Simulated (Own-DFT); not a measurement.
# Point defects and the pressure they add: zincblende GaAs

The numbers are computed, not measured, by runs of the plane-wave DFT program Own-DFT (in-house, retired, unreviewed) at fixed positions, with no spin and no spin-orbit coupling.

Method: PBE; PseudoDojo norm-conserving scalar-relativistic files; cutoff 42 hartree; 3 x 3 x 3 k mesh centred on Gamma; Fermi-Dirac smearing of 0.1 eV.

Caveats (not all hold for every row): not probed for a lower state with spin; forces not confirmed at this smearing and k mesh; stress not checked against mesh or cutoff.

All runs share one cell, with vectors in Å (11.737, 0.000, 0.000); (0.000, 11.737, 0.000); (0.000, 0.000, 10.919) and a volume of 1504.3 Å³, strained against the parent crystal. u is the rms random offset of the atoms per axis. The defect's site can differ from row to row.

```
cell,formula,u (Å),P (GPa)
no defect,As32Ga32,0.0270,0.75
no defect,As32Ga32,0.0279,0.71
no defect,As32Ga32,0.0485,1.02
one Al on a Ga site,AlAs32Ga31,0.0318,0.74
one Al on a Ga site,AlAs32Ga31,0.0488,1.07
one Al on a Ga site,AlAs32Ga31,0.0488,1.06
one In on a Ga site,As32Ga31In,0.0287,1.31
one In on a Ga site,As32Ga31In,0.0291,?
one In on a Ga site,As32Ga31In,0.0441,1.44
one In on a Ga site,As32Ga31In,0.0442,1.53
one As vacancy and one Ga vacancy,As31Ga31,0.0299,0.47
one As vacancy and one Ga vacancy,As31Ga31,0.0303,0.44
one As vacancy and one Ga vacancy,As31Ga31,0.0507,0.74
one P on an As site,As31Ga32P,0.0334,0.57
one P on an As site,As31Ga32P,0.0499,0.88
one P on an As site,As31Ga32P,0.0504,0.81
```

## Analysis

P = P0 + c u² + a shift for each defect gives P0 = 0.59 GPa, c = 186 ± 14 GPa/Å² and a scatter of 0.04 GPa. The shifts, and each times the cell's volume:

- one In on a Ga site: 0.54 ± 0.03 GPa, 5.1 eV
- one Al on a Ga site: 0.01 ± 0.03 GPa, 0.1 eV (not resolved)
- one P on an As site: -0.22 ± 0.03 GPa, -2.1 eV
- one As vacancy and one Ga vacancy: -0.31 ± 0.03 GPa, -2.9 eV

Positive is outwards. The product with the volume (160.2 GPa Å³ to the eV) is nearly free of the cell's size; divided by the bulk modulus at the cell's pressure it gives the volume that the defect adds. The atoms around the defects weren't relaxed, which would change these numbers.

## Withheld run

Question: what pressure belongs in the blank (one In on a Ga site, u = 0.0291 Å)?

The fitted form gives 1.29 ± 0.04 GPa. Computed: 1.29 GPa.
